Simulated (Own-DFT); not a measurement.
Al$_{32}$O$_{47}$ (corundum with one vacancy, atoms displaced), Al$_{16}$O$_{23}$ (corundum with two vacancies, atoms displaced), Al$_{31}$GaO$_{48}$ (corundum with substituted atoms, atoms displaced) (calculated)

All values are calculated (Own-DFT development build). A calculation, not a measurement: plane-wave PBE density functional theory by an unreviewed code, no spin, of a simulated periodic cell, stress positive in tension, free energy of the whole cell less one offset for each atom, defect cell not probed for a lower state with spin; oxygen file: force components 24 meV/angstrom off all-electron in one glass; forces on such cells passed a denser k mesh, this cell's mesh not checked; offsets are fitted by least squares, one for each functional and potential file, so energies compare only between cells with the same atoms and settings and are not formation energies; the far tail of each file's local potential was reset to the Coulomb form; each entry is a single point on an unrelaxed cell, so the pressure reflects the starting lattice, mostly measured values, from which strain is counted, and rises with the displacements; printed positions are rounded, which can move forces by about a meV/angstrom; the program is a retired in-house code; no spin-orbit coupling; before rounding, a Quantum ESPRESSO 7.3.1 run of the same cell and cutoff gave forces within 1 meV/angstrom rms on each cell, which checks the program and not the settings.

Common to all runs: functional PBE; potential files PseudoDojo norm-conserving, scalar-relativistic, standard set; wave cutoff 72 hartree; occupations Fermi-Dirac; smearing width 0.1 eV; k mesh 3 x 3 x 3 centred on Gamma.

```yaml
- entry: 1
  formula: Al32O47
  kind: "corundum with one vacancy, atoms displaced"
  structure:
    cell_angstrom:
      - [5.494, 0.0, 8.6604]
      - [-2.747, 4.7579, 8.6604]
      - [-2.747, -4.7579, 8.6604]
    atoms_fractional:
      - [Al, 0.17195, 0.17367, 0.1822]
      - [Al, 0.32883, 0.32497, 0.32152]
      - [Al, 0.42635, 0.42868, 0.42213]
      - [Al, 0.07605, 0.07108, 0.07716]
      - [O, 0.28221, 0.46628, 0.12704]
      - [O, 0.46895, 0.12826, 0.27652]
      - [O, 0.11833, 0.28191, 0.47244]
      - [O, 0.2227, 0.03266, 0.37281]
      - [O, 0.02852, 0.37769, 0.21932]
      - [O, 0.36323, 0.2326, 0.02943]
      - [Al, 0.17378, 0.17787, 0.6794]
      - [Al, 0.32576, 0.31787, 0.82557]
      - [Al, 0.42279, 0.42109, 0.93129]
      - [Al, 0.0783, 0.07762, 0.56432]
      - [O, 0.27836, 0.47232, 0.6243]
      - [O, 0.47427, 0.11965, 0.78055]
      - [O, 0.12333, 0.27308, 0.97886]
      - [O, 0.22398, 0.03041, 0.87307]
      - [O, 0.03482, 0.37192, 0.71415]
      - [O, 0.37878, 0.21884, 0.53052]
      - [Al, 0.17933, 0.67363, 0.17236]
      - [Al, 0.32337, 0.82029, 0.32615]
      - [Al, 0.4316, 0.92174, 0.42945]
      - [Al, 0.07998, 0.58124, 0.0661]
      - [O, 0.27792, 0.97749, 0.1193]
      - [O, 0.47693, 0.62124, 0.27307]
      - [O, 0.12601, 0.77959, 0.46454]
      - [O, 0.22161, 0.53595, 0.37029]
      - [O, 0.02586, 0.87515, 0.21902]
      - [O, 0.37312, 0.72152, 0.0284]
      - [Al, 0.17899, 0.67539, 0.67167]
      - [Al, 0.31846, 0.83123, 0.82102]
      - [Al, 0.41838, 0.92774, 0.9293]
      - [Al, 0.07079, 0.58126, 0.57033]
      - [O, 0.27826, 0.97137, 0.62207]
      - [O, 0.47572, 0.62248, 0.77395]
      - [O, 0.13052, 0.77237, 0.97059]
      - [O, 0.22121, 0.5262, 0.88193]
      - [O, 0.02725, 0.87598, 0.72365]
      - [O, 0.36874, 0.72273, 0.53141]
      - [Al, 0.68059, 0.18026, 0.17214]
      - [Al, 0.81566, 0.32571, 0.33077]
      - [Al, 0.93003, 0.42733, 0.42149]
      - [Al, 0.57174, 0.07607, 0.07401]
      - [O, 0.7761, 0.47299, 0.12202]
      - [O, 0.97305, 0.1251, 0.27811]
      - [O, 0.62268, 0.27576, 0.48077]
      - [O, 0.71972, 0.02821, 0.3784]
      - [O, 0.52613, 0.37354, 0.22187]
      - [O, 0.87599, 0.22483, 0.03116]
      - [Al, 0.6789, 0.17523, 0.67121]
      - [Al, 0.82355, 0.31775, 0.82524]
      - [Al, 0.9284, 0.42936, 0.92424]
      - [Al, 0.57413, 0.07577, 0.57423]
      - [O, 0.77638, 0.468, 0.6342]
      - [O, 0.96507, 0.12834, 0.77705]
      - [O, 0.7195, 0.03604, 0.87202]
      - [O, 0.5262, 0.37185, 0.72772]
      - [O, 0.87379, 0.22969, 0.5251]
      - [Al, 0.6705, 0.67932, 0.17973]
      - [Al, 0.82517, 0.82072, 0.32653]
      - [Al, 0.92693, 0.92659, 0.42527]
      - [Al, 0.57549, 0.57482, 0.0722]
      - [O, 0.77887, 0.96925, 0.1269]
      - [O, 0.97582, 0.62503, 0.27393]
      - [O, 0.62334, 0.77834, 0.48165]
      - [O, 0.71765, 0.5343, 0.37763]
      - [O, 0.52285, 0.87925, 0.22047]
      - [O, 0.88213, 0.71804, 0.02506]
      - [Al, 0.67805, 0.67904, 0.67694]
      - [Al, 0.81877, 0.82788, 0.82054]
      - [Al, 0.92911, 0.92596, 0.92392]
      - [Al, 0.57218, 0.57475, 0.57521]
      - [O, 0.77362, 0.97591, 0.62851]
      - [O, 0.97572, 0.62163, 0.77596]
      - [O, 0.6219, 0.77671, 0.96953]
      - [O, 0.71527, 0.52856, 0.87871]
      - [O, 0.52448, 0.87184, 0.72629]
      - [O, 0.87607, 0.71496, 0.52931]
  results:
    "free_energy_of_cell_above_offsets [eV]": "-56.388"
    "pressure [GPa]": 7.24
    "stress_xx [GPa]": -7.77
    "stress_yy [GPa]": -7.29
    "stress_zz [GPa]": -6.66
    "stress_yz [GPa]": 0.3
    "stress_xz [GPa]": 0.05
    "stress_xy [GPa]": 0.11
    force_element: [Al, Al, Al, Al, O, O, O, O, O, O, Al, Al, Al, Al, O, O, O, O, O, O, Al, Al, Al, Al, O, O, O, O, O, O, Al, Al, Al, Al, O, O, O, O, O, O, Al, Al, Al, Al, O, O, O, O, O, O, Al, Al, Al, Al, O, O, O, O, O, Al, Al, Al, Al, O, O, O, O, O, O, Al, Al, Al, Al, O, O, O, O, O, O]
    "force_x [eV/angstrom]": [-0.196, -0.71, -0.368, -0.478, -0.665, 0.513, 1.489, 0.506, -0.594, 1.369, 0.667, -0.525, 1.123, -1.018, 0.133, -0.402, 0.2, -0.51, -1.489, -0.635, -0.221, 0.221, -0.451, -0.44, -0.194, -1.059, -0.409, 0.342, 0.006, -0.082, -1.052, 1.639, 1.33, 1.088, -0.634, -1.26, -0.605, 0.606, 0.494, 1.134, 0.029, 1.32, -0.772, -0.295, -0.316, -0.649, 0.042, 0.454, 0.03, 0.482, -1.08, -1.572, 0.135, -0.343, 0.693, 1.335, 0.263, 0.443, 0.114, 1.485, 0.038, -0.52, -0.012, -0.038, -0.461, 0.593, 0.19, 0.273, -1.488, -0.588, 0.232, -0.556, -0.203, 1.397, -0.536, 0.081, 1.061, 0.082, -0.211]
    "force_y [eV/angstrom]": [1.348, -0.57, -0.815, 0.672, 0.442, -0.616, -0.244, -0.585, -0.144, -1.436, 0.573, 0.124, 0.655, -0.658, 0.146, 0.25, 1.154, -0.253, 0.183, 0.643, -0.076, 1.029, 0.935, -1.723, -1.58, 0.033, -0.399, -0.802, -0.126, 0.099, -1.437, -0.923, 0.103, -1.3, 0.057, -0.141, 0.913, 1.591, 0.56, 0.768, -0.324, 1.124, -0.041, 0.785, -0.752, -0.705, 1.188, 0.1, 0.194, 0.026, -0.416, 0.053, -0.819, -0.888, 1.495, -0.703, -0.84, 0.538, -0.528, 0.514, 0.437, 0.469, 0.14, 0.086, -0.063, 0.923, 0.222, -0.61, 0.421, -1.435, -1.22, -0.02, -1.402, 0.325, 0.971, 0.215, 0.117, 0.953, 1.021]
    "force_z [eV/angstrom]": [0.359, -0.65, -0.131, -0.22, 0.392, 0.023, 1.002, -0.656, -0.035, -0.146, -0.712, 0.458, 0.695, 0.475, 0.06, 0.013, -0.216, -0.572, 1.105, -0.541, 0.218, 0.277, -0.248, -1.009, 0.421, 0.833, 0.381, 0.043, 0.514, 0.268, 0.548, -0.071, -0.148, -0.517, 0.445, 0.184, 0.388, -1.229, -0.601, 0.26, -1.075, 0.337, -0.011, 0.507, 0.873, -0.063, -0.555, 0.138, 0.853, -0.341, 1.422, 0.396, -0.795, -0.491, -0.866, 0.299, -0.265, -0.505, -0.778, -0.045, -0.219, -0.358, -0.573, -0.115, 0.212, -0.835, -0.542, 0.06, -0.576, -1.205, 1.042, -0.515, 0.78, -0.876, 0.271, 0.981, 0.362, 0.613, 0.801]
- entry: 2
  formula: Al16O23
  kind: "corundum with two vacancies, atoms displaced"
  structure:
    cell_angstrom:
      - [5.494, 0.0, 8.6604]
      - [-2.747, 4.7579, 8.6604]
      - [-2.747, -4.7579, 8.6604]
    atoms_fractional:
      - [Al, 0.17863, 0.18194, 0.17547]
      - [Al, 0.3227, 0.3263, 0.32262]
      - [Al, 0.42968, 0.41645, 0.43387]
      - [Al, 0.07452, 0.07664, 0.07073]
      - [O, 0.27632, 0.47145, 0.12317]
      - [O, 0.47174, 0.12481, 0.27382]
      - [O, 0.12636, 0.27727, 0.47301]
      - [O, 0.22439, 0.03026, 0.37425]
      - [O, 0.03284, 0.37467, 0.219]
      - [O, 0.37502, 0.22244, 0.02404]
      - [Al, 0.17731, 0.17235, 0.67864]
      - [Al, 0.32364, 0.32621, 0.82576]
      - [Al, 0.43001, 0.42837, 0.92758]
      - [Al, 0.07168, 0.07398, 0.58082]
      - [O, 0.27254, 0.48039, 0.61944]
      - [O, 0.12081, 0.27821, 0.97465]
      - [O, 0.21668, 0.031, 0.87378]
      - [O, 0.02636, 0.37937, 0.71702]
      - [O, 0.36853, 0.22569, 0.53248]
      - [Al, 0.18312, 0.67131, 0.17367]
      - [Al, 0.31998, 0.82491, 0.32583]
      - [Al, 0.43336, 0.91714, 0.42646]
      - [Al, 0.07483, 0.57835, 0.07189]
      - [O, 0.28026, 0.97227, 0.1217]
      - [O, 0.469, 0.63054, 0.27866]
      - [O, 0.12247, 0.77987, 0.47192]
      - [O, 0.22954, 0.52481, 0.37216]
      - [O, 0.03036, 0.86845, 0.23043]
      - [O, 0.37353, 0.72394, 0.02731]
      - [Al, 0.18252, 0.67461, 0.67121]
      - [Al, 0.32444, 0.81836, 0.82656]
      - [Al, 0.417, 0.92801, 0.93211]
      - [Al, 0.07492, 0.5747, 0.56796]
      - [O, 0.28162, 0.97196, 0.61913]
      - [O, 0.47543, 0.62594, 0.77464]
      - [O, 0.12693, 0.78079, 0.96829]
      - [O, 0.2241, 0.52775, 0.87324]
      - [O, 0.02146, 0.87692, 0.72433]
      - [O, 0.37586, 0.72081, 0.52453]
      - [Al, 0.68141, 0.17205, 0.17476]
      - [Al, 0.81433, 0.32633, 0.32498]
      - [Al, 0.92976, 0.42605, 0.4168]
      - [Al, 0.57176, 0.0792, 0.07443]
      - [O, 0.78276, 0.46432, 0.1265]
      - [O, 0.97297, 0.13054, 0.27382]
      - [O, 0.62435, 0.27739, 0.47626]
      - [O, 0.72505, 0.03, 0.37725]
      - [O, 0.53279, 0.37623, 0.22154]
      - [O, 0.87408, 0.21656, 0.03371]
      - [Al, 0.6748, 0.17282, 0.67922]
      - [Al, 0.82799, 0.32442, 0.82109]
      - [Al, 0.93055, 0.42794, 0.92268]
      - [Al, 0.57373, 0.07803, 0.5773]
      - [O, 0.77263, 0.47556, 0.62067]
      - [O, 0.97628, 0.12819, 0.77394]
      - [O, 0.62597, 0.28328, 0.9685]
      - [O, 0.71163, 0.02823, 0.88014]
      - [O, 0.87588, 0.22377, 0.52493]
      - [Al, 0.68145, 0.67557, 0.17106]
      - [Al, 0.81822, 0.83079, 0.32145]
      - [Al, 0.93256, 0.92772, 0.42178]
      - [Al, 0.57234, 0.57675, 0.07302]
      - [O, 0.77972, 0.97531, 0.11984]
      - [O, 0.96967, 0.62765, 0.28107]
      - [O, 0.62186, 0.77225, 0.47449]
      - [O, 0.71187, 0.52899, 0.37924]
      - [O, 0.52875, 0.87499, 0.22462]
      - [O, 0.8793, 0.71988, 0.02529]
      - [Al, 0.68474, 0.67031, 0.67216]
      - [Al, 0.82231, 0.82504, 0.82406]
      - [Al, 0.92396, 0.92611, 0.92512]
      - [Al, 0.57055, 0.5744, 0.57293]
      - [O, 0.78451, 0.97347, 0.62523]
      - [O, 0.97133, 0.62438, 0.78071]
      - [O, 0.61868, 0.77973, 0.97897]
      - [O, 0.72804, 0.52289, 0.86573]
      - [O, 0.52457, 0.8715, 0.72738]
      - [O, 0.87888, 0.72518, 0.52465]
  results:
    "free_energy_of_cell_above_offsets [eV]": "-53.582"
    "pressure [GPa]": 6.97
    "stress_xx [GPa]": -6.23
    "stress_yy [GPa]": -8.28
    "stress_zz [GPa]": -6.42
    "stress_yz [GPa]": 0.7
    "stress_xz [GPa]": -0.54
    "stress_xy [GPa]": 0.13
    force_element: [Al, Al, Al, Al, O, O, O, O, O, O, Al, Al, Al, Al, O, O, O, O, O, Al, Al, Al, Al, O, O, O, O, O, O, Al, Al, Al, Al, O, O, O, O, O, O, Al, Al, Al, Al, O, O, O, O, O, O, Al, Al, Al, Al, O, O, O, O, O, Al, Al, Al, Al, O, O, O, O, O, O, Al, Al, Al, Al, O, O, O, O, O, O]
    "force_x [eV/angstrom]": [-0.174, 0.266, -0.821, -0.369, -0.016, -0.038, -0.143, -0.205, -0.974, 0.1, -0.018, 1.244, 0.263, 0.894, 0.437, 0.848, 0.217, 0.362, 1.269, -1.487, 0.466, -1.292, 0.285, -1.038, 0.772, 0.379, -0.363, 0.445, 0.196, -1.142, 0.543, 1.432, -0.05, -0.371, -0.621, -0.478, -0.071, 0.612, -0.461, -1.08, 1.19, -0.831, -0.084, -0.734, -0.031, -0.072, -0.343, 0.057, 0.507, -1.161, -0.201, -0.308, -0.078, 1.046, -0.551, 0.184, 0.732, -0.164, -1.406, 0.737, -0.629, 0.364, -0.131, 0.538, 0.872, 1.583, 0.543, -0.527, -0.724, 0.132, 0.237, 0.304, -0.486, -0.096, 1.105, -1.301, 0.656, -0.751]
    "force_y [eV/angstrom]": [-0.926, -0.719, 1.82, -0.787, -0.064, 0.083, 0.548, -0.188, 0.707, -0.027, 0.945, 0.036, 0.727, 1.025, -1.106, 0.545, -0.719, -0.667, -0.181, -0.108, 0.6, 1.144, -0.297, -0.372, -0.785, -0.097, 0.393, 1.404, -0.343, -0.182, 1.406, 1.332, -0.037, -0.916, -0.6, -0.56, 0.224, 0.077, -0.148, 0.333, -0.51, -0.916, -0.376, 1.3, -0.674, -0.106, 0.192, -0.468, 1.002, 0.823, 0.454, -0.178, -1.331, -0.576, -0.994, -0.607, -0.175, -0.284, -0.445, -1.032, 0.049, -0.2, -0.426, 0.382, 0.925, 0.647, 0.397, -0.054, 0.663, -0.249, 0.328, -1.435, 0.236, 0.398, 0.269, -0.791, 0.662, -0.421]
    "force_z [eV/angstrom]": [-1.042, 0.137, -0.077, 0.361, 0.721, 1.048, -0.179, -0.461, 0.552, 0.88, -0.126, -0.546, -1.154, -0.699, 0.525, 0.387, 0.362, 0.055, 0.417, 0.458, 0.3, -0.455, -0.458, 0.428, -0.844, 0.556, -0.493, -0.404, -0.211, -0.352, 0.378, 0.01, 0.423, 0.423, -0.196, -0.38, 0.183, 0.509, 0.275, 0.452, 0.992, 0.385, -0.841, -0.168, -0.152, -0.653, -0.87, -0.76, -0.04, 0.772, -0.318, -0.575, -0.817, 0.364, -0.711, -0.242, 0.657, 0.022, -0.002, 0.593, -0.191, 0.213, 0.166, -0.55, 1.324, -0.343, -0.082, 0.137, -0.142, -0.329, 0.156, -0.011, -0.827, 0.06, -0.234, 1.642, 0.256, -0.641]
- entry: 3
  formula: Al31GaO48
  kind: "corundum with substituted atoms, atoms displaced"
  structure:
    cell_angstrom:
      - [5.494, 0.0, 8.6604]
      - [-2.747, 4.7579, 8.6604]
      - [-2.747, -4.7579, 8.6604]
    atoms_fractional:
      - [Al, 0.1647, 0.18304, 0.18272]
      - [Al, 0.31993, 0.32989, 0.31776]
      - [Al, 0.42995, 0.41854, 0.42323]
      - [Al, 0.07017, 0.07613, 0.06697]
      - [O, 0.28499, 0.4708, 0.12376]
      - [O, 0.47331, 0.11797, 0.29151]
      - [O, 0.12059, 0.27829, 0.46436]
      - [O, 0.21478, 0.02828, 0.38545]
      - [O, 0.02965, 0.37904, 0.21684]
      - [O, 0.37634, 0.22995, 0.01942]
      - [Al, 0.17963, 0.17688, 0.67329]
      - [Al, 0.32919, 0.31712, 0.82502]
      - [Al, 0.43025, 0.41752, 0.92619]
      - [Al, 0.07272, 0.06958, 0.57928]
      - [O, 0.27999, 0.46722, 0.62716]
      - [O, 0.46609, 0.12976, 0.7786]
      - [O, 0.12184, 0.28492, 0.97211]
      - [O, 0.22012, 0.01964, 0.87848]
      - [O, 0.04027, 0.38066, 0.70946]
      - [O, 0.37561, 0.22468, 0.52484]
      - [Al, 0.17861, 0.68091, 0.17319]
      - [Al, 0.33284, 0.80927, 0.32946]
      - [Al, 0.4343, 0.92328, 0.42508]
      - [Al, 0.07381, 0.5793, 0.07549]
      - [O, 0.2816, 0.97804, 0.11789]
      - [O, 0.48408, 0.61976, 0.27774]
      - [O, 0.12075, 0.77844, 0.47354]
      - [O, 0.2155, 0.51718, 0.38851]
      - [O, 0.02117, 0.8765, 0.22066]
      - [O, 0.38753, 0.71747, 0.02075]
      - [Al, 0.16734, 0.67524, 0.67352]
      - [Al, 0.32438, 0.82284, 0.81736]
      - [Al, 0.42619, 0.92769, 0.92422]
      - [Al, 0.07112, 0.57289, 0.57693]
      - [O, 0.28043, 0.96697, 0.62436]
      - [O, 0.47071, 0.62801, 0.77003]
      - [O, 0.12809, 0.77799, 0.9756]
      - [O, 0.23335, 0.53292, 0.86697]
      - [O, 0.02961, 0.88199, 0.71444]
      - [O, 0.37175, 0.72515, 0.53248]
      - [Al, 0.66331, 0.18367, 0.18344]
      - [Al, 0.81709, 0.32775, 0.32645]
      - [Al, 0.91648, 0.43259, 0.43379]
      - [Al, 0.57785, 0.06698, 0.07801]
      - [O, 0.78465, 0.46907, 0.12506]
      - [O, 0.96761, 0.13761, 0.27547]
      - [O, 0.63195, 0.26452, 0.48319]
      - [O, 0.71441, 0.03289, 0.37037]
      - [O, 0.53116, 0.37619, 0.21441]
      - [O, 0.88101, 0.22051, 0.02473]
      - [Al, 0.67105, 0.17027, 0.68422]
      - [Al, 0.81936, 0.32704, 0.82034]
      - [Al, 0.9361, 0.41563, 0.9199]
      - [Al, 0.58506, 0.07579, 0.56925]
      - [O, 0.79023, 0.46635, 0.61856]
      - [O, 0.96126, 0.13454, 0.78136]
      - [O, 0.6308, 0.27629, 0.97261]
      - [O, 0.72729, 0.02538, 0.87456]
      - [O, 0.52077, 0.37377, 0.72304]
      - [O, 0.86842, 0.22193, 0.53103]
      - [Ga, 0.67394, 0.6683, 0.18584]
      - [Al, 0.83334, 0.82299, 0.315]
      - [Al, 0.92584, 0.91105, 0.42766]
      - [Al, 0.56518, 0.57216, 0.07833]
      - [O, 0.76089, 0.9843, 0.12298]
      - [O, 0.97367, 0.62735, 0.27522]
      - [O, 0.6131, 0.77797, 0.48124]
      - [O, 0.70925, 0.53564, 0.38515]
      - [O, 0.5337, 0.87042, 0.2301]
      - [O, 0.86906, 0.73017, 0.03455]
      - [Al, 0.67961, 0.6845, 0.66708]
      - [Al, 0.82102, 0.83602, 0.82167]
      - [Al, 0.93838, 0.9195, 0.91706]
      - [Al, 0.58214, 0.57334, 0.57182]
      - [O, 0.78607, 0.96989, 0.62497]
      - [O, 0.96594, 0.6284, 0.78425]
      - [O, 0.62648, 0.77547, 0.96406]
      - [O, 0.71669, 0.5352, 0.87138]
      - [O, 0.52699, 0.88952, 0.70767]
      - [O, 0.87187, 0.7107, 0.53944]
  results:
    "free_energy_of_cell_above_offsets [eV]": "-52.491"
    "pressure [GPa]": 10.61
    "stress_xx [GPa]": -10.58
    "stress_yy [GPa]": -10.8
    "stress_zz [GPa]": -10.44
    "stress_yz [GPa]": -0.04
    "stress_xz [GPa]": 0.36
    "stress_xy [GPa]": 0.66
    force_element: [Al, Al, Al, Al, O, O, O, O, O, O, Al, Al, Al, Al, O, O, O, O, O, O, Al, Al, Al, Al, O, O, O, O, O, O, Al, Al, Al, Al, O, O, O, O, O, O, Al, Al, Al, Al, O, O, O, O, O, O, Al, Al, Al, Al, O, O, O, O, O, O, Ga, Al, Al, Al, O, O, O, O, O, O, Al, Al, Al, Al, O, O, O, O, O, O]
    "force_x [eV/angstrom]": [1.272, -0.412, -0.999, 0.294, -0.503, -0.625, 0.25, 1.543, -1.513, 0.052, 0.115, -1.805, -0.364, -0.146, -0.077, 1.396, 1.273, -0.056, -1.024, 0.635, 0.998, -1.821, -2.15, 1.134, -0.375, -2.066, 0.825, 0.833, 0.419, -2.493, 1.009, 0.812, 0.501, 0.683, -1.366, 0.526, -0.228, -1.973, -0.289, 0.378, 2.685, 1.103, 3.47, -0.648, -0.124, 0.934, -1.084, 1.324, -1.757, -1.219, 0.317, -0.395, -2.04, -1.047, -2.942, 2.191, -1.38, -0.831, 1.599, 0.06, 1.815, -2.451, -1.088, 2.843, 2.82, -0.206, 3.229, 2.652, -1.397, 1.936, -2.652, 0.263, -2.234, -3.327, -0.106, 0.711, -0.383, 1.089, 0.22, 1.387]
    "force_y [eV/angstrom]": [-0.672, -2.097, -1.049, -0.551, 0.774, 1.971, -0.424, 1.165, 0.411, -2.462, 0.121, 1.132, 1.413, 2.449, 0.978, -0.938, -0.304, 0.729, -2.35, -0.194, -0.745, 1.622, -0.113, -0.276, -1.437, -1.463, 0.071, 2.751, -0.24, 0.092, -0.955, -0.015, 0.112, -0.012, 0.41, -1.144, 0.237, -0.277, -2.13, -0.028, 0.118, -0.748, 0.413, 0.895, -0.156, -1.67, 2.283, -1.569, -0.437, 0.543, 1.138, -0.265, 0.774, -0.424, -0.368, -0.701, 0.41, 0.317, 0.495, 0.236, 2.641, 0.748, 1.709, 1.53, -1.761, -0.383, 0.292, -1.336, 0.98, 0.599, -1.672, -2.159, 0.228, -1.381, 0.454, 0.315, 0.518, -0.654, -1.316, 2.8]
    "force_z [eV/angstrom]": [-0.281, -0.488, 0.985, 2.119, -0.156, -0.267, 1.424, -1.13, 0.936, 0.274, -0.588, 0.542, 0.264, 0.354, -0.251, -0.653, -0.229, 0.195, -1.116, 0.22, -0.263, 1.303, -1.36, -1.476, -0.117, -2.924, -0.69, -0.035, 0.832, -0.954, 2.109, 0.587, -0.178, 1.042, 0.626, 0.834, -0.428, -0.448, -0.471, -1.36, -1.522, 0.715, -2.079, -0.512, -1.271, -1.835, -1.267, 1.345, 1.021, -0.779, 1.187, 1.062, 0.981, -1.122, 1.066, -0.509, -0.777, -0.4, 1.163, 0.647, 0.722, -1.776, 2.35, 1.578, 1.721, 0.166, 1.881, -0.07, -0.66, 0.364, -0.744, -1.032, 0.781, -0.424, -1.445, -0.186, 0.628, -0.388, -0.1, 0.736]
```
